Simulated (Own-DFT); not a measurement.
## Calculated data, AlSi17C18 (4H silicon carbide with substituted atoms, atoms displaced)

A calculation, not a measurement: plane-wave PBE density functional theory by an unreviewed code, no spin, of a simulated periodic cell, stress positive in tension, free energy of the whole cell less one offset for each atom, not probed for a lower state with spin; forces on such cells passed a denser k mesh, this cell's mesh not checked; offsets are fitted by least squares, one for each functional and potential file, so energies compare only between cells with the same atoms and settings and are not formation energies; the far tail of each file's local potential was reset to the Coulomb form; each entry is a single point on an unrelaxed cell, so the pressure reflects the starting lattice, mostly measured values (interpolated for alloys), from which strain is counted, and rises with the displacements; printed positions are rounded, which can move forces by about a meV/angstrom; the program, named Own-DFT, is a retired in-house code; no spin-orbit coupling; before rounding, a Quantum ESPRESSO 7.3.1 run of the same cell and cutoff gave forces within 1 meV/angstrom rms on each cell, which checks the program and not the settings. Program: Own-DFT development build.

Settings shared by all entries: functional PBE; potential files PseudoDojo norm-conserving, scalar-relativistic, standard set; wave cutoff 42 hartree; occupations Fermi-Dirac; smearing width 0.1 eV; k mesh 4 x 4 x 3 centred on Gamma.

```yaml
- entry: 1
  formula: AlSi17C18
  kind: "4H silicon carbide with substituted atoms, atoms displaced"
  structure:
    cell_angstrom: [[9.2481, 0.0, 0.0], [-4.6241, 8.0091, 0.0], [0.0, 0.0, 10.0681]]
    atoms_fractional:
      - [Si, 0.98782, 0.99231, 0.42494]
      - [Si, 0.11524, 0.23026, 0.1527]
      - [C, 0.99551, 0.99245, 0.09919]
      - [C, 0.10662, 0.20806, 0.35002]
      - [Si, 0.00258, 0.33393, 0.40837]
      - [Si, 0.10696, 0.54602, 0.16631]
      - [C, 0.99568, 0.32528, 0.11211]
      - [C, 0.09913, 0.55976, 0.34302]
      - [Al, 0.99353, 0.65788, 0.40216]
      - [Si, 0.10338, 0.8937, 0.1522]
      - [C, 4.0e-05, 0.67222, 0.10877]
      - [C, 0.12302, 0.89147, 0.34363]
      - [Si, 0.31568, 0.99416, 0.40317]
      - [Si, 0.44315, 0.22682, 0.15389]
      - [C, 0.32804, 0.0036, 0.10119]
      - [C, 0.45558, 0.23131, 0.33793]
      - [Si, 0.32816, 0.32447, 0.39602]
      - [Si, 0.45085, 0.55382, 0.16129]
      - [C, 0.33186, 0.33295, 0.09218]
      - [C, 0.44749, 0.5503, 0.3474]
      - [Si, 0.33674, 0.65947, 0.39556]
      - [Si, 0.4453, 0.89554, 0.15813]
      - [C, 0.34536, 0.67147, 0.08969]
      - [C, 0.43756, 0.88547, 0.34128]
      - [Si, 0.66921, 0.99833, 0.39186]
      - [Si, 0.78212, 0.23009, 0.15099]
      - [C, 0.67601, 0.00032, 0.0896]
      - [C, 0.76344, 0.21557, 0.34859]
      - [Si, 0.65547, 0.33062, 0.42033]
      - [Si, 0.75932, 0.55845, 0.15141]
      - [C, 0.66745, 0.32849, 0.09718]
      - [C, 0.7857, 0.56082, 0.34885]
      - [Si, 0.67075, 0.66069, 0.39749]
      - [Si, 0.78951, 0.91525, 0.15748]
      - [C, 0.66431, 0.67172, 0.09486]
      - [C, 0.78242, 0.88624, 0.35406]
      - [Si, 0.99656, 0.01307, 0.90757]
      - [Si, 0.89516, 0.77894, 0.64771]
      - [C, 0.00343, 0.01493, 0.59015]
      - [C, 0.89983, 0.77742, 0.82829]
      - [Si, 0.00628, 0.66347, 0.90926]
      - [Si, 0.88159, 0.43195, 0.66711]
      - [C, 0.99438, 0.67229, 0.60455]
      - [C, 0.88435, 0.43642, 0.84242]
      - [Si, 0.98715, 0.32046, 0.91228]
      - [Si, 0.86608, 0.08239, 0.65993]
      - [C, 0.97584, 0.32273, 0.59658]
      - [C, 0.88246, 0.10386, 0.84916]
      - [Si, 0.66441, 0.99208, 0.90127]
      - [Si, 0.53949, 0.77797, 0.64986]
      - [C, 0.67167, 0.99703, 0.59661]
      - [C, 0.55767, 0.78132, 0.83507]
      - [Si, 0.66767, 0.65966, 0.90131]
      - [Si, 0.55213, 0.4654, 0.66854]
      - [C, 0.6602, 0.65513, 0.57817]
      - [C, 0.52573, 0.44408, 0.84255]
      - [Si, 0.6599, 0.32589, 0.91176]
      - [Si, 0.57244, 0.1123, 0.65079]
      - [C, 0.66827, 0.33154, 0.58717]
      - [C, 0.53931, 0.09874, 0.84558]
      - [Si, 0.31609, 0.99047, 0.9093]
      - [Al, 0.219, 0.78315, 0.644]
      - [C, 0.34251, 0.00508, 0.59915]
      - [C, 0.23056, 0.78785, 0.84163]
      - [Si, 0.33238, 0.67064, 0.90656]
      - [Si, 0.23936, 0.43904, 0.6607]
      - [C, 0.33226, 0.66564, 0.60084]
      - [C, 0.22383, 0.44866, 0.84652]
      - [Si, 0.34396, 0.33084, 0.91231]
      - [Si, 0.22061, 0.11853, 0.66036]
      - [C, 0.33693, 0.34465, 0.57987]
      - [C, 0.237, 0.12053, 0.83915]
  results:
    "free_energy_of_cell_above_offsets [eV]": "6.683"
    "pressure [GPa]": 9.93
    "stress_xx [GPa]": -12.74
    "stress_yy [GPa]": -7.51
    "stress_zz [GPa]": -9.54
    "stress_yz [GPa]": -1.1
    "stress_xz [GPa]": -0.43
    "stress_xy [GPa]": -0.44
    force_element: [Si, Si, C, C, Si, Si, C, C, Al, Si, C, C, Si, Si, C, C, Si, Si, C, C, Si, Si, C, C, Si, Si, C, C, Si, Si, C, C, Si, Si, C, C, Si, Si, C, C, Si, Si, C, C, Si, Si, C, C, Si, Si, C, C, Si, Si, C, C, Si, Si, C, C, Si, Al, C, C, Si, Si, C, C, Si, Si, C, C]
    "force_x [eV/angstrom]": [2.9, 1.052, -0.746, -0.95, -1.42, -0.138, 0.214, 6.82, -0.149, 2.81, -0.239, -5.731, 5.053, 0.97, 0.293, -1.985, 0.657, -1.683, 0.484, -0.45, -2.32, 0.379, -1.387, 1.102, -1.387, -1.121, -3.199, 1.397, 1.802, 4.333, -1.987, -4.391, -0.449, 0.855, -0.22, -1.444, 3.533, -2.511, 0.818, -1.717, -0.401, -0.76, 0.716, -0.758, 1.362, 2.638, 3.439, -0.881, -1.783, 2.953, -2.728, 0.511, -0.858, 1.319, -0.192, 7.428, -0.072, -3.54, -0.804, 1.861, 1.844, 0.746, -1.099, -0.819, 0.637, -5.033, -0.146, -0.074, -6.528, 2.23, 1.857, -2.909]
    "force_y [eV/angstrom]": [0.492, -2.717, 3.554, 1.44, -0.395, 2.672, 1.711, -3.523, 3.613, -1.215, -1.928, -0.516, 2.693, -1.042, -0.027, -1.621, 0.593, 0.886, 0.6, -0.204, 0.667, -0.876, -0.77, 0.226, -0.577, -2.584, 1.664, 1.485, 1.364, -0.455, 1.742, -3.604, -0.039, -4.37, 1.061, -0.004, -2.967, 0.408, -1.819, 0.152, 0.817, 2.719, -3.625, 0.007, 2.039, 5.027, -0.812, 0.931, 0.313, -0.095, -2.048, -1.47, 2.476, -3.174, 3.158, 2.962, -0.551, -0.263, 0.547, 1.643, 1.405, -0.883, 2.981, -2.774, 0.143, 1.853, -2.46, -1.936, -1.794, 0.08, -2.261, -0.724]
    "force_z [eV/angstrom]": [-5.787, 2.362, -2.484, -1.459, 0.479, -1.569, -3.544, 0.131, 2.958, 2.872, -2.836, -1.226, 2.321, 0.907, -1.627, 0.6, 1.133, -1.101, 0.772, -1.798, 2.187, -0.872, 1.689, 0.599, 2.455, 2.981, -0.103, -1.406, -4.946, 2.356, -1.363, -2.776, 0.876, 1.746, -1.247, -2.353, 0.011, 0.047, 4.805, 3.632, -0.463, -3.085, -1.486, 3.33, -0.624, 0.617, -0.127, -1.254, 0.932, 0.453, -2.734, 0.944, 0.186, -3.903, 2.533, -0.167, -1.474, 1.191, 5.724, 0.052, 0.074, 1.423, -2.269, 1.682, -0.9, -0.017, -3.007, 0.924, 0.647, -2.22, 1.588, 2.012]
- entry: 2
  formula: AlSi17C18
  kind: "4H silicon carbide with substituted atoms, atoms displaced"
  structure:
    cell_angstrom: [[9.2481, 0.0, 0.0], [-4.6241, 8.0091, 0.0], [0.0, 0.0, 10.0681]]
    atoms_fractional:
      - [Si, 0.99087, 0.99614, 0.4149]
      - [Si, 0.10043, 0.2183, 0.16942]
      - [C, 0.00717, 0.99801, 0.08784]
      - [C, 0.10848, 0.21865, 0.33848]
      - [Si, 0.02603, 0.34686, 0.39844]
      - [Si, 0.11361, 0.54713, 0.1542]
      - [C, 0.0033, 0.31931, 0.08981]
      - [C, 0.10362, 0.53907, 0.34579]
      - [Si, 0.00346, 0.69005, 0.41548]
      - [Si, 0.10364, 0.88679, 0.17247]
      - [C, 0.00346, 0.67157, 0.08177]
      - [C, 0.09768, 0.89125, 0.33728]
      - [Al, 0.32294, 0.98763, 0.41029]
      - [Si, 0.44423, 0.21895, 0.16834]
      - [C, 0.34545, 0.99609, 0.08745]
      - [C, 0.45064, 0.21271, 0.34435]
      - [Si, 0.32956, 0.32692, 0.40988]
      - [Si, 0.44565, 0.5458, 0.1363]
      - [C, 0.33875, 0.33139, 0.09595]
      - [C, 0.46073, 0.57039, 0.35078]
      - [Si, 0.33587, 0.67256, 0.41181]
      - [Si, 0.4416, 0.89021, 0.15854]
      - [C, 0.33044, 0.68075, 0.10039]
      - [C, 0.44038, 0.88298, 0.35811]
      - [Si, 0.68037, 0.01301, 0.40548]
      - [Si, 0.78794, 0.22376, 0.15464]
      - [C, 0.67633, 0.00779, 0.08155]
      - [C, 0.79641, 0.2519, 0.34805]
      - [Si, 0.67687, 0.33502, 0.41786]
      - [Si, 0.77996, 0.56621, 0.16037]
      - [C, 0.67194, 0.33252, 0.08416]
      - [C, 0.77091, 0.56142, 0.33524]
      - [Si, 0.66326, 0.65328, 0.40385]
      - [Si, 0.77167, 0.87914, 0.1573]
      - [C, 0.64629, 0.64704, 0.10008]
      - [C, 0.78363, 0.88481, 0.35865]
      - [Si, 0.99682, 0.00566, 0.91048]
      - [Si, 0.87826, 0.77657, 0.63844]
      - [C, 0.00325, 0.98929, 0.58913]
      - [C, 0.87663, 0.78723, 0.86412]
      - [Si, 0.99091, 0.65399, 0.91375]
      - [Si, 0.89878, 0.4549, 0.64484]
      - [C, 0.99015, 0.6774, 0.60238]
      - [C, 0.88425, 0.45438, 0.83971]
      - [Si, 0.00212, 0.32578, 0.90988]
      - [Si, 0.89428, 0.12948, 0.63546]
      - [C, 0.00375, 0.34511, 0.59564]
      - [C, 0.90443, 0.12638, 0.84865]
      - [Si, 0.68282, 0.00333, 0.90902]
      - [Si, 0.57214, 0.792, 0.6554]
      - [C, 0.66533, 0.00624, 0.60121]
      - [C, 0.53958, 0.7652, 0.85426]
      - [Si, 0.6542, 0.6487, 0.89752]
      - [Si, 0.54947, 0.44978, 0.66042]
      - [C, 0.684, 0.67623, 0.58814]
      - [C, 0.54721, 0.42891, 0.84608]
      - [Si, 0.67225, 0.35376, 0.89157]
      - [Al, 0.55245, 0.08571, 0.65688]
      - [C, 0.66849, 0.34693, 0.59289]
      - [C, 0.57206, 0.12687, 0.84287]
      - [Si, 0.32919, 0.98995, 0.91497]
      - [Si, 0.22344, 0.78146, 0.64836]
      - [C, 0.3397, 0.00262, 0.61407]
      - [C, 0.2169, 0.77568, 0.84853]
      - [Si, 0.32336, 0.67493, 0.89695]
      - [Si, 0.21584, 0.43424, 0.659]
      - [C, 0.34849, 0.66976, 0.60454]
      - [C, 0.22949, 0.45745, 0.84156]
      - [Si, 0.31647, 0.3194, 0.90556]
      - [Si, 0.22042, 0.10514, 0.65297]
      - [C, 0.33835, 0.33779, 0.59873]
      - [C, 0.18835, 0.08801, 0.82126]
  results:
    "free_energy_of_cell_above_offsets [eV]": "10.706"
    "pressure [GPa]": 11.65
    "stress_xx [GPa]": -13.03
    "stress_yy [GPa]": -9.86
    "stress_zz [GPa]": -12.06
    "stress_yz [GPa]": -0.72
    "stress_xz [GPa]": -0.11
    "stress_xy [GPa]": 0.23
    force_element: [Si, Si, C, C, Si, Si, C, C, Si, Si, C, C, Al, Si, C, C, Si, Si, C, C, Si, Si, C, C, Si, Si, C, C, Si, Si, C, C, Si, Si, C, C, Si, Si, C, C, Si, Si, C, C, Si, Si, C, C, Si, Si, C, C, Si, Si, C, C, Si, Al, C, C, Si, Si, C, C, Si, Si, C, C, Si, Si, C, C]
    "force_x [eV/angstrom]": [1.647, 3.213, -1.137, 0.885, -2.761, -1.344, -1.093, -0.121, 0.043, 1.353, 0.045, 0.204, -0.079, 1.392, -3.157, -1.088, 2.091, -5.232, -1.728, -3.795, 1.304, 2.126, 1.94, 2.504, -1.591, -2.13, -0.123, 2.173, -2.842, 0.948, -0.219, 3.396, -0.203, 0.285, 4.454, -2.684, -0.065, 2.515, -1.743, 1.153, -0.862, -3.115, 4.261, 2.854, -0.955, 0.564, 1.451, -1.177, -2.024, -0.173, 8.213, 2.616, -0.86, 2.546, -6.066, -4.225, 2.95, -4.482, 0.875, -0.588, -0.079, 0.298, -3.458, -2.066, 1.721, 1.123, -2.23, -0.572, 0.703, 0.972, -1.668, 2.922]
    "force_y [eV/angstrom]": [1.059, -1.131, 0.382, -0.286, -4.509, 0.95, 2.479, 7.906, -3.772, -0.141, -0.862, -0.049, 1.518, 0.304, 1.506, 2.293, 1.413, 0.622, -2.524, -3.641, -1.992, 0.544, -3.365, 1.452, -1.1, 0.664, -1.52, -3.659, 0.663, -2.199, 0.707, -0.887, 2.795, 0.573, 4.249, 0.156, -1.329, 2.813, 3.272, -2.535, 3.583, -0.379, -0.882, -1.275, 3.821, -3.172, 0.096, -2.96, -0.008, -1.818, -2.076, 2.4, 2.105, -0.005, -3.413, 2.002, -4.785, 6.041, 0.141, -1.713, 1.898, -0.118, -1.784, 0.339, -1.268, 2.695, -0.806, -2.555, -0.099, 0.444, -1.795, 2.525]
    "force_z [eV/angstrom]": [-2.332, -4.851, 3.283, 4.39, 3.007, 0.282, 1.073, -1.358, -1.679, -6.964, 6.176, 4.308, 1.096, -3.005, 3.392, 1.676, -1.04, 4.307, -0.571, -1.567, -0.021, 1.425, -2.03, -2.897, 0.553, -0.166, 5.09, -1.134, -2.098, -2.649, 1.332, 2.558, 1.131, -0.171, -2.562, -2.805, -1.093, 5.99, 0.384, -2.743, -3.757, 2.344, -2.15, -1.045, -1.053, 3.655, -2.41, -2.747, -3.128, 1.09, -4.265, -1.908, 2.016, -0.843, -0.108, -1.635, 2.823, 2.3, 1.182, 2.687, -4.066, 2.425, -2.582, -1.638, 2.498, 0.179, -1.527, 1.268, -0.451, -1.736, -1.098, 5.959]
```
